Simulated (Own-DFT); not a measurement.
## Calculated data, Hf36O71 (tetragonal hafnia with one neutral oxygen vacancy, atoms displaced)

A calculation, not a measurement: plane-wave PBE and HSE06 DFT by an unreviewed code, no spin, of a simulated cell at Gamma alone, so results move with cell size and shape, stress positive in tension, energies less offsets, not probed for a lower state with spin; hafnium file: forces about 75 meV/angstrom off all-electron values; oxygen file: force components 24 meV/angstrom off all-electron in a glass; k mesh not checked against a denser one; forces and stress are PBE's, HSE06 gives the energy alone, and its difference from PBE has offsets of its own; offsets are fitted by least squares, one for each functional and potential file, so energies compare only between cells with the same atoms and settings and are not formation energies; the far tail of each file's local potential was reset to the Coulomb form; each entry is a single point on an unrelaxed cell, so the pressure reflects the starting lattice, taken from the Materials Project, from which strain is counted, and rises with the displacements; printed positions are rounded, which can move forces by about a meV/angstrom; the program is a retired in-house code; no spin-orbit coupling. Program: Own-DFT development build.

Settings shared by all entries: first functional PBE; second functional HSE06; exact exchange share 0.25; screening 0.11 1/bohr; exchange divergence Gygi-Baldereschi; potential files PseudoDojo norm-conserving, scalar-relativistic, made for PBE, standard set; wave cutoff 48 hartree; occupations fixed; k mesh 1 x 1 x 1 centred on Gamma.

(1) Hf36O71 (tetragonal hafnia with one neutral oxygen vacancy, atoms displaced)

```
cell vectors (Å)
  10.7800     0.0000     0.0000
   0.0000    10.7800     0.0000
   0.0000     0.0000    10.4493
atoms (fractions of the cell vectors)
Hf  0.00224  0.99579  0.00016
Hf  0.16955  0.16390  0.25250
O   0.99916  0.16686  0.15477
O   0.16704  0.00143  0.34470
O   0.99979  0.16526  0.40561
O   0.16039  0.99907  0.09788
Hf  0.99720  0.00102  0.50137
Hf  0.16788  0.16757  0.75026
O   0.16778  0.99992  0.84565
O   0.00103  0.16353  0.90033
O   0.17202  0.99924  0.59771
Hf  0.00123  0.33091  0.00074
Hf  0.16283  0.49963  0.24736
O   0.99968  0.49321  0.15216
O   0.17060  0.33078  0.34523
O   0.99808  0.50227  0.40384
O   0.16682  0.33524  0.09943
Hf  0.00472  0.33412  0.50029
Hf  0.16739  0.50250  0.74839
O   0.00205  0.50142  0.65151
O   0.16853  0.33566  0.85118
O   0.00139  0.50809  0.90484
O   0.16742  0.33237  0.59386
Hf  0.99792  0.66707  0.00509
Hf  0.16641  0.83310  0.25260
O   0.99618  0.83347  0.15465
O   0.16617  0.66455  0.35582
O   0.99886  0.83683  0.39903
O   0.16661  0.67018  0.09839
Hf  0.00353  0.66496  0.49603
Hf  0.16589  0.83069  0.75563
O   0.00086  0.83607  0.65543
O   0.16848  0.66939  0.85427
O   0.99530  0.83635  0.90898
O   0.16257  0.66061  0.59556
Hf  0.33327  0.00240  0.99983
Hf  0.50296  0.16422  0.24711
O   0.33637  0.16754  0.15312
O   0.50038  0.99933  0.34710
O   0.33017  0.16921  0.40144
O   0.49260  0.99867  0.09822
Hf  0.33067  0.99860  0.49784
Hf  0.50078  0.16630  0.74997
O   0.33520  0.16807  0.65753
O   0.49550  0.00243  0.84683
O   0.33422  0.16408  0.90470
O   0.49790  0.99996  0.59722
Hf  0.33589  0.33440  0.99634
Hf  0.49886  0.50489  0.24794
O   0.33029  0.49801  0.15127
O   0.50118  0.33955  0.35403
O   0.33287  0.49857  0.39747
O   0.50128  0.33963  0.10188
Hf  0.33147  0.33342  0.49940
Hf  0.50024  0.49774  0.74981
O   0.33496  0.50502  0.65143
O   0.50304  0.32998  0.84939
O   0.32298  0.49840  0.90353
O   0.50680  0.33198  0.59340
Hf  0.33276  0.66588  0.00148
Hf  0.50599  0.83126  0.24749
O   0.33358  0.84006  0.15268
O   0.49886  0.65959  0.35042
O   0.33429  0.83001  0.40426
O   0.49688  0.66582  0.09596
Hf  0.33298  0.66532  0.49791
Hf  0.50092  0.83086  0.74507
O   0.33893  0.83324  0.64995
O   0.50118  0.66437  0.84936
O   0.33093  0.83720  0.90666
O   0.50093  0.66932  0.59849
Hf  0.66809  0.99733  0.00119
Hf  0.83071  0.16710  0.25012
O   0.67048  0.16746  0.15265
O   0.83917  0.00011  0.34893
O   0.66510  0.16706  0.39943
O   0.83668  0.99922  0.10016
Hf  0.66590  0.00073  0.50205
Hf  0.83237  0.16618  0.75326
O   0.66815  0.17011  0.64978
O   0.82994  0.99827  0.84348
O   0.66707  0.16724  0.90441
O   0.83380  0.00180  0.59697
Hf  0.66504  0.33115  0.00048
Hf  0.83447  0.49429  0.24693
O   0.65979  0.49909  0.15278
O   0.83701  0.33439  0.34499
O   0.67045  0.50140  0.40573
O   0.83602  0.33167  0.09772
Hf  0.66955  0.33143  0.50080
Hf  0.83306  0.50535  0.75188
O   0.66611  0.49895  0.65380
O   0.83415  0.33529  0.84401
O   0.66551  0.49967  0.90457
O   0.82903  0.33095  0.60168
Hf  0.66449  0.66911  0.99354
Hf  0.83230  0.82744  0.25402
O   0.67172  0.83156  0.15480
O   0.83010  0.66035  0.34638
O   0.66615  0.83313  0.40010
O   0.83569  0.66782  0.09626
Hf  0.66377  0.66165  0.49700
Hf  0.83144  0.83743  0.75382
O   0.66686  0.83693  0.64759
O   0.83301  0.66771  0.84864
O   0.66356  0.83160  0.90440
O   0.83337  0.66879  0.59557
```

* PBE energy of cell above offsets: -100.694 eV
* HSE06 less PBE above offsets: -0.135 eV
* PBE pressure: 1.03 GPa
* PBE stress xx: -0.42 GPa
* PBE stress yy: -1.05 GPa
* PBE stress zz: -1.62 GPa
* PBE stress yz: -0.36 GPa
* PBE stress xz: -0.24 GPa
* PBE stress xy: -0.04 GPa

Force:
```csv
element,x (eV/Å),y (eV/Å),z (eV/Å)
Hf,-0.377,1.22,0.818
Hf,-0.309,0.657,-0.895
O,0.23,0.355,0.044
O,0.357,-0.747,0.575
O,0.257,0.617,0.709
O,1.172,0.078,0.076
Hf,0.335,-0.254,-0.026
Hf,-0.621,-0.242,0.116
O,-0.225,-0.035,0.015
O,-0.189,0.306,-0.173
O,-0.984,0.452,-0.115
Hf,0.386,0.153,-0.19
Hf,1.098,-0.501,0.434
O,-0.061,0.541,-0.104
O,-0.634,0.726,0.411
O,0.294,-0.775,-0.589
O,0.172,-0.232,-0.534
Hf,-1.447,-0.266,0.057
Hf,-0.284,0.203,0.697
O,-0.49,-0.352,0.266
O,-0.306,-0.533,-0.862
O,-0.11,-1.295,-0.224
O,-0.074,-0.166,0.883
Hf,0.421,0.429,-0.316
Hf,-0.174,-0.081,-0.474
O,0.789,-0.301,0.171
O,-0.078,0.394,-1.067
O,0.264,-0.941,0.541
O,-0.117,-0.172,0.717
Hf,-1.12,0.718,0.545
Hf,0.547,0.755,-0.741
O,-0.073,-0.03,0.339
O,-0.007,-0.21,-0.834
O,0.198,-1.145,-1.008
O,1.116,0.451,0.849
Hf,-0.791,-0.541,0.208
Hf,-0.399,1.106,1.075
O,-0.381,-0.084,-0.058
O,0.032,-0.126,-0.338
O,0.221,-0.614,0.358
O,2.464,0.06,0.13
Hf,0.622,0.086,0.041
Hf,0.186,-0.359,-0.45
O,-0.195,0.375,-0.418
O,0.61,-0.74,-0.035
O,-0.128,1.067,-0.218
O,0.299,0.204,-0.139
Hf,-0.62,-0.341,1.164
Hf,-0.628,-2.084,0.318
O,0.103,0.496,-0.164
O,-0.021,-0.933,-1.193
O,-0.408,0.247,0.777
O,-0.213,-0.785,-0.773
Hf,1.607,0.157,-0.899
Hf,0.523,0.008,-0.271
O,-0.048,-0.452,0.127
O,-0.417,0.787,0.033
O,0.912,0.512,-0.382
O,-1.596,0.231,1.015
Hf,-0.656,0.376,-0.255
Hf,-1.05,0.289,0.629
O,-0.015,-0.611,0.684
O,0.169,1.819,-0.062
O,-0.169,0.412,-0.387
O,0.631,0.482,0.364
Hf,-0.063,-0.462,0.241
Hf,-0.183,0.519,0.179
O,-1.394,-0.368,0.522
O,-0.197,0.096,-0.244
O,0.194,-0.968,-0.439
O,-0.061,-0.176,0.067
Hf,-0.013,0.661,0.321
Hf,1.279,-0.578,0.322
O,-1.052,-0.252,-0.635
O,-0.59,-0.038,-0.074
O,0.232,-0.309,0.043
O,-1.065,0.116,-0.783
Hf,-0.163,-0.114,-0.414
Hf,0.653,0.959,-0.959
O,-0.275,-0.761,0.495
O,-0.457,0.543,0.965
O,0.141,-0.754,-0.017
O,-0.029,0.362,0.375
Hf,0.234,0.726,0.399
Hf,-1.045,0.574,0.161
O,1.802,0.227,-0.046
O,-0.127,-0.424,0.394
O,0.066,-0.819,-0.358
O,-0.804,0.236,-0.316
Hf,-0.434,0.256,-0.526
Hf,0.324,-0.682,-0.715
O,-0.071,0.417,0.304
O,0.122,-0.049,0.569
O,0.104,-0.008,-0.23
O,1.793,-0.157,-0.565
Hf,0.354,-1.368,1.19
Hf,0.946,0.615,0.377
O,-1.09,0.174,-0.9
O,0.256,0.553,-0.28
O,-0.156,-0.104,0.05
O,-1.067,-0.328,0.15
Hf,0.955,0.617,0.52
Hf,0.542,-1.179,-1.583
O,0.108,0.181,0.844
O,-0.4,0.578,0.089
O,0.087,0.881,-0.545
O,-0.065,-0.212,0.048
```

(2) Hf36O71 (tetragonal hafnia with one neutral oxygen vacancy, atoms displaced)

```
cell vectors (Å)
  10.7800     0.0000     0.0000
   0.0000    10.7800     0.0000
   0.0000     0.0000    10.4493
atoms (fractions of the cell vectors)
Hf  0.00412  0.00278  0.00120
Hf  0.17155  0.15441  0.25174
O   0.00217  0.16116  0.15690
O   0.00329  0.16387  0.41113
O   0.16344  0.00420  0.10783
Hf  0.99676  0.00476  0.50137
Hf  0.15908  0.17034  0.74712
O   0.00823  0.17077  0.65254
O   0.16190  0.00896  0.84794
O   0.99049  0.16584  0.90110
O   0.16689  0.00689  0.59915
Hf  0.00515  0.33764  0.99544
Hf  0.16309  0.50459  0.25008
O   0.00545  0.49173  0.14909
O   0.16806  0.33265  0.35542
O   0.99793  0.49646  0.40499
O   0.16165  0.33816  0.09348
Hf  0.00418  0.33604  0.50007
Hf  0.16842  0.50276  0.75650
O   0.99619  0.49888  0.65339
O   0.16731  0.32749  0.84828
O   0.99995  0.50242  0.91058
O   0.16098  0.33494  0.59492
Hf  0.99596  0.65952  0.00196
Hf  0.16327  0.83138  0.25074
O   0.00567  0.83164  0.16617
O   0.15985  0.66631  0.34351
O   0.99179  0.83343  0.39517
O   0.17006  0.66667  0.09399
Hf  0.99646  0.66259  0.49957
Hf  0.16877  0.82808  0.74800
O   0.99908  0.82635  0.65529
O   0.17273  0.66986  0.84411
O   0.99801  0.83129  0.90793
O   0.17364  0.66743  0.59145
Hf  0.33370  0.99715  0.00630
Hf  0.49915  0.16728  0.24714
O   0.33224  0.16849  0.15886
O   0.50314  0.99696  0.34267
O   0.33687  0.16550  0.40114
O   0.49763  0.99594  0.09954
Hf  0.34318  0.99842  0.49313
Hf  0.49756  0.16633  0.74610
O   0.33537  0.16253  0.66217
O   0.49528  0.99661  0.84548
O   0.32694  0.16764  0.90005
O   0.50641  0.99647  0.60367
Hf  0.34079  0.33631  0.00313
Hf  0.49904  0.49965  0.24649
O   0.33851  0.49659  0.14866
O   0.49985  0.33879  0.34744
O   0.34029  0.50683  0.39881
O   0.50694  0.33255  0.09344
Hf  0.32879  0.33755  0.50084
Hf  0.50193  0.49745  0.74857
O   0.32939  0.49769  0.64872
O   0.49521  0.34158  0.84921
O   0.33903  0.50842  0.90306
O   0.50119  0.33507  0.59437
Hf  0.34248  0.65977  0.00162
Hf  0.50295  0.84134  0.23850
O   0.33072  0.83570  0.14734
O   0.49756  0.66526  0.34780
O   0.33762  0.83501  0.39743
O   0.50815  0.66589  0.09834
Hf  0.32919  0.66375  0.50970
Hf  0.50416  0.83224  0.75417
O   0.33631  0.82917  0.65391
O   0.50063  0.66829  0.83940
O   0.33725  0.83410  0.90666
O   0.50182  0.66557  0.60149
Hf  0.66481  0.99460  0.99833
Hf  0.83260  0.16776  0.25285
O   0.65646  0.16703  0.16105
O   0.83522  0.99111  0.34412
O   0.66745  0.16532  0.40875
O   0.83327  0.99054  0.09562
Hf  0.66825  0.99996  0.49177
Hf  0.83029  0.17147  0.74475
O   0.66850  0.17484  0.65265
O   0.83510  0.00294  0.85711
O   0.65689  0.17380  0.90475
O   0.83983  0.00384  0.59229
Hf  0.66252  0.34031  0.99465
Hf  0.83260  0.50700  0.24815
O   0.66411  0.50155  0.16302
O   0.83247  0.33171  0.34598
O   0.66214  0.49974  0.40452
O   0.83475  0.34055  0.10063
Hf  0.67208  0.32996  0.50455
Hf  0.83121  0.50400  0.74301
O   0.66929  0.50568  0.65199
O   0.82829  0.33183  0.83747
O   0.67440  0.50230  0.90104
O   0.82827  0.33609  0.60092
Hf  0.66983  0.66686  0.00283
Hf  0.83943  0.83242  0.25007
O   0.66737  0.82818  0.15250
O   0.82478  0.66009  0.34460
O   0.67042  0.83520  0.39548
O   0.83048  0.66724  0.10013
Hf  0.67318  0.67004  0.50282
Hf  0.83542  0.83054  0.74887
O   0.66114  0.83484  0.64574
O   0.83756  0.66769  0.84165
O   0.67186  0.83315  0.90047
O   0.82685  0.66707  0.59589
```

* PBE energy of cell above offsets: -96.766 eV
* HSE06 less PBE above offsets: 0.046 eV
* PBE pressure: 2.92 GPa
* PBE stress xx: -3.63 GPa
* PBE stress yy: -1.47 GPa
* PBE stress zz: -3.66 GPa
* PBE stress yz: -0.48 GPa
* PBE stress xz: -0.46 GPa
* PBE stress xy: 0 GPa

Force:
```csv
element,x (eV/Å),y (eV/Å),z (eV/Å)
Hf,-0.964,0.365,-0.732
Hf,-1.129,0.462,0.904
O,-0.654,0.153,0.258
O,-0.159,0.671,-1.144
O,1.017,-0.237,-0.181
Hf,2.166,-1.257,-0.424
Hf,2.521,-1.62,0.98
O,-3.433,0.181,-0.851
O,-0.171,-2.05,0.409
O,0.488,0.842,0.399
O,0.258,-0.91,-1.345
Hf,-1.044,-1.876,1.134
Hf,1.355,-1.525,-0.284
O,-1.209,1.472,0.7
O,-0.013,0.306,-0.945
O,0.012,1.249,-0.586
O,1.824,-0.14,0.131
Hf,-0.973,-1.169,-0.222
Hf,-0.057,-0.982,-0.614
O,1.346,0.704,-0.005
O,-0.347,2.738,-0.009
O,0.267,-0.252,-2.013
O,1.442,0.297,1.04
Hf,1.084,2.116,0.505
Hf,2.2,1.032,0.752
O,-1.119,-0.355,-2.318
O,-0.297,-0.133,0.773
O,0.667,-0.756,1.957
O,-0.423,-0.569,-0.082
Hf,0.598,1.12,-0.366
Hf,0.453,2.513,0.257
O,0.413,-0.339,-0.442
O,-0.437,-1.111,0.131
O,0.203,-0.331,0.189
O,-3.879,-0.114,1.534
Hf,-0.959,0.238,-1.603
Hf,-0.659,1.038,1.936
O,0.435,0.222,-1.27
O,0.107,1.189,0.914
O,-0.361,-0.076,0.573
O,0.594,0.219,-0.28
Hf,-1.037,-0.385,1.165
Hf,0.262,-0.325,1.055
O,-0.652,0.706,-1.484
O,0.586,0.948,0.843
O,1.222,0.227,1.792
O,-0.291,0.902,-1.226
Hf,-1.475,-0.952,-0.713
Hf,0.249,1.198,2.947
O,-1.251,0.067,-0.369
O,-0.327,-1.626,-0.581
O,-1.238,-1.102,0.665
O,-1.333,0.018,0.568
Hf,0.793,0.209,-1.167
Hf,-0.066,1.358,-1.356
O,0.019,-0.17,0.757
O,0.035,-0.909,0.062
O,-0.651,-2.176,-1.039
O,-0.418,0.064,0.675
Hf,-0.693,2.604,0.669
Hf,-1.058,-2.625,1.961
O,0.196,0.001,0.419
O,0.371,0.957,-1.067
O,-0.937,-0.185,0.684
O,-0.914,-0.003,-0.737
Hf,4.628,0.896,-2.658
Hf,-0.837,0.346,-1.411
O,-0.515,0.202,0.08
O,0.258,-1.117,1.652
O,-0.375,-0.342,-0.148
O,-0.305,-0.342,-0.46
Hf,1.204,1.278,-0.221
Hf,0.092,-0.021,-0.795
O,2.77,-0.477,-0.863
O,-0.277,2.538,0.4
O,0.197,0.153,-0.797
O,-0.347,0.227,0.324
Hf,-0.086,-1.393,0.946
Hf,1.134,-0.995,1.191
O,-0.686,-0.472,-0.044
O,-0.79,-0.413,-1.856
O,0.126,-1.173,0.161
O,-1.905,-0.022,1.064
Hf,2.199,-1.098,0.531
Hf,-0.558,-3.028,-0.138
O,1.097,0.107,-1.83
O,0.15,0.143,0.337
O,0.86,-0.184,0.776
O,-0.527,-0.624,-1.141
Hf,-1.443,1.315,-1.541
Hf,-0.604,-1.237,0.937
O,-0.571,-0.359,0.268
O,0.27,1.247,0.728
O,-0.409,0.598,0.067
O,1.984,-0.075,-0.393
Hf,-0.548,0.344,-0.391
Hf,-1.09,0.179,0.064
O,0.419,0.425,-1.058
O,0.958,1.6,1.099
O,0.044,-0.196,0.539
O,1.195,-0.474,-0.167
Hf,-4.09,-0.484,-2.184
Hf,-0.655,1.68,0.665
O,2.05,-0.16,0.579
O,0.056,-0.248,0.677
O,-0.341,-0.572,-0.003
O,2.716,0.104,0.735
```
